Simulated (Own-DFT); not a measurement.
# One host, several defects: zincblende GaP

Everything here is calculated. The program is Own-DFT (plane waves, in-house, since retired, never reviewed by a person); positions were held fixed, and spin and spin-orbit coupling were off.

Common settings: PBE; PseudoDojo norm-conserving scalar-relativistic files; cutoff 42 hartree; 2 x 3 x 3 k mesh centred on Gamma; Fermi-Dirac smearing of 0.1 eV.

Caveats (not all hold for every row): not probed for a lower state with spin; forces on such cells failed a check on a denser k mesh; forces on such cells moved up to 12 meV/angstrom on a denser k mesh; forces on such cells passed a denser k mesh, each cell not checked; stress not checked against mesh or cutoff.

All runs share one cell, with vectors in Å (16.352, 0.000, 0.000); (0.000, 10.901, 0.000); (0.000, 0.000, 10.901) and a volume of 1943.1 Å³. u is the rms random offset of the atoms per axis. The defect's site can differ from row to row.

| cell | formula | u (Å) | P (GPa) |
|---|---|---|---|
| no defect | Ga48P48 | 0.0195 | 2.71 |
| no defect | Ga48P48 | 0.0196 | 2.71 |
| no defect | Ga48P48 | 0.0528 | 3.26 |
| one Ga on a P site | Ga49P47 | 0.0306 | 3.15 |
| one Ga on a P site | Ga49P47 | 0.0329 | 3.18 |
| one Ga on a P site | Ga49P47 | 0.0537 | 3.67 |
| one P on a Ga site | Ga47P49 | 0.0285 | 2.89 |
| one P on a Ga site | Ga47P49 | 0.0497 | 3.33 |
| one P on a Ga site | Ga47P49 | 0.0504 | 3.35 |
| two P vacancies | Ga48P46 | 0.0299 | 2.52 |
| two P vacancies | Ga48P46 | 0.0311 | 2.46 |
| two P vacancies | Ga48P46 | 0.0485 | 2.82 |
| two P vacancies | Ga48P46 | 0.0501 | ? |
| one Ga on a P site and one P on a Ga site | Ga48P48 | 0.0288 | 2.91 |
| one Ga on a P site and one P on a Ga site | Ga48P48 | 0.0304 | 2.94 |
| one Ga on a P site and one P on a Ga site | Ga48P48 | 0.0503 | 3.36 |

## Analysis

P = P0 + c u² + a shift for each defect gives P0 = 2.60 GPa, c = 248 ± 8 GPa/Å² and a scatter of 0.03 GPa. The shifts, and each times the cell's volume:

- one Ga on a P site: 0.33 ± 0.02 GPa, 4.0 eV
- one Ga on a P site and one P on a Ga site: 0.11 ± 0.02 GPa, 1.4 eV
- one P on a Ga site: 0.11 ± 0.02 GPa, 1.3 eV
- two P vacancies: -0.35 ± 0.02 GPa, -4.2 eV (-2.1 eV for each of its 2 sites)

A positive shift means that the defect pushes the cell outwards. Shift times volume (160.2 GPa Å³ is 1 eV) depends little on the cell's size, so, taken for each site, it can be compared between cells at like pressure. The atoms around the defects weren't relaxed, which would change these numbers.

## The run left out

Asked: what pressure belongs in the blank (two P vacancies, u = 0.0501 Å)?

Estimate: 2.88 ± 0.03 GPa. The run itself gave 2.80 GPa.
